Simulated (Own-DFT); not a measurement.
# Response to strain: 4H SiC, 72 atoms (C36Si36)

All numbers below are calculated, not measured. They come from Own-DFT, an in-house plane-wave density functional program, since retired, whose code no person has reviewed. Each row is one single-point run on a periodic cell that was not relaxed, without spin or spin-orbit coupling.

Settings of every run: PBE; PseudoDojo norm-conserving scalar-relativistic files; cutoff 42 hartree; 4 x 4 x 3 k mesh centred on Gamma; Fermi-Dirac smearing of 0.1 eV.

Known limits: forces on such cells passed a denser k mesh, each cell not checked; stress not checked against mesh or cutoff.

Unstrained cell vectors in Å: (9.248, 0.000, 0.000); (-4.624, 8.009, 0.000); (0.000, 0.000, 10.068). The unstrained cell has measured lattice constants (interpolated for alloys), not those of this functional. That, the random moves and any unrelaxed bonds set the pressure at no strain. Each run strains this cell uniformly, with the atoms carried along. Every atom was also moved at random, by a Gaussian of width 0.05 Å on each axis. Strain is the symmetric tensor, in per cent. Stress is positive in tension, and the pressure is minus a third of its trace.

| run | e_xx (%) | e_yy (%) | e_zz (%) | e_yz (%) | e_xz (%) | e_xy (%) | s_xx (GPa) | s_yy (GPa) | s_zz (GPa) | s_yz (GPa) | s_xz (GPa) | s_xy (GPa) | P (GPa) | E (meV/atom) |
|---|---|---|---|---|---|---|---|---|---|---|---|---|---|---|
| 1 | 1.88 | -0.42 | 1.54 | -1.23 | 1.65 | 1.58 | 5.70 | -3.80 | 1.96 | -3.68 | 5.32 | 5.84 | -1.29 | 13.0 |
| 2 | -0.83 | -0.53 | 0.41 | 1.59 | 1.14 | 0.75 | -9.55 | -8.29 | -4.61 | 5.87 | 4.52 | 2.85 | 7.48 | 23.7 |
| 3 | -0.60 | 1.96 | -0.29 | -0.50 | -0.85 | 1.29 | -4.80 | 4.60 | -7.79 | -2.04 | -3.19 | 4.16 | 2.66 | 4.8 |
| 4 | 0.50 | -0.45 | 0.52 | 0.17 | -1.53 | -1.11 | -2.27 | -6.90 | -2.29 | 1.22 | -5.66 | -3.96 | 3.82 | 4.7 |
| 5 | 1.20 | 1.80 | 0.78 | -0.29 | 0.53 | -1.55 | 4.81 | 4.81 | -1.67 | -0.91 | 2.36 | -5.76 | -2.65 | 11.2 |
| 6 | -1.73 | -1.27 | -0.10 | -1.33 | 1.39 | -0.43 | -14.52 | -13.92 | -8.64 | -5.45 | 4.50 | -1.56 | 12.36 | 21.4 |
| 7 | 1.38 | -1.49 | -1.62 | -1.35 | -1.74 | 1.99 | 0.78 | -14.02 | -15.29 | -4.23 | -5.35 | 9.44 | 9.51 | 49.9 |
| 8 | 1.20 | -0.81 | 1.69 | -0.20 | 0.59 | 1.43 | 0.56 | -6.46 | 3.65 | -1.12 | 2.69 | 7.02 | 0.75 | 8.2 |
| 9 | 0.84 | -0.63 | -0.87 | -1.26 | -1.29 | 1.97 | -0.83 | -9.90 | -10.08 | -5.17 | -4.43 | 8.75 | 6.94 | 27.5 |
| 10 | -1.27 | 0.71 | 0.19 | -1.24 | 0.38 | 0.36 | -10.06 | -2.73 | -5.84 | -4.65 | 1.92 | 1.60 | 6.21 | 14.8 |
| 11 | 0.83 | -0.41 | 0.90 | 1.05 | 1.62 | 0.15 | 0.23 | -6.27 | -1.51 | 4.08 | 5.58 | 0.66 | 2.52 | 12.3 |
| 12 | 0.97 | 1.10 | -0.73 | 1.86 | 1.26 | 1.54 | 0.39 | 1.46 | -9.80 | 6.85 | 3.67 | 6.02 | 2.65 | 32.3 |
| 13 | 0.48 | -0.97 | -1.38 | 1.91 | -0.74 | 0.31 | -4.08 | -12.12 | -13.25 | 6.64 | -3.58 | 1.28 | 9.82 | 29.3 |
| 14 | 1.91 | 1.96 | 0.98 | -0.65 | 1.33 | -1.19 | 5.93 | 6.94 | 0.77 | -1.87 | 3.92 | -5.92 | -4.55 | 15.5 |
| 15 | -0.63 | -1.51 | 0.31 | 0.23 | -1.07 | 1.42 | -8.25 | -14.35 | -7.05 | 0.53 | -2.94 | 6.98 | 9.88 | 36.5 |
| 16 | 1.12 | 1.64 | -0.22 | 1.32 | 0.25 | 0.94 | 2.49 | 3.90 | -5.21 | 4.52 | 0.31 | 4.01 | -0.39 | 0.0 |
| 17 | 0.49 | 1.51 | -1.91 | -1.13 | 1.17 | -1.88 | ? | ? | ? | ? | ? | ? | ? | ? |

E is the free energy for each atom above the lowest run shown.

## Worked fit

Each stress component was fitted by least squares to a constant and the strains of the runs shown, as fractions, with shears doubled. Shear strains stay in the fit of a normal stress only where such slopes are resolved. The slopes, in GPa:

| stress | at no strain | per e_xx | per e_yy | per e_zz | scatter |
|---|---|---|---|---|---|
| s_xx | -4.4 | 493 ± 19 | 96 ± 17 | 37 ± 22 | 0.81 |
| s_yy | -5.6 | 83 ± 16 | 532 ± 14 | 113 ± 18 | 0.66 |
| s_zz | -6.4 | 64 ± 19 | 41 ± 17 | 524 ± 22 | 0.80 |

Each shear stress against twice its own strain: yz 180 ± 5, xz 165 ± 8, xy 203 ± 8 GPa. These are stiffnesses along x, y and z of the frame in which the cell vectors are given, which need not be the crystal's axes. The atoms are held to the strained lattice; where symmetry lets them move under strain, relaxing them would lower some slopes. The table should be nearly symmetric about its diagonal, and what it lacks of that shows the noise. A ninth of its sum, 220 ± 3 GPa, estimates the bulk modulus near the mean pressure of these runs, 4.1 GPa, so it lies above the value at zero pressure.

## Withheld run

Question: what normal stresses and pressure should run 17 give?

The fit gives s_xx = -1.3, s_yy = 0.7, s_zz = -15.5 and P = 5.3 GPa. The calculation gave -3.62, 2.12, -17.30 and P = 6.27 GPa.
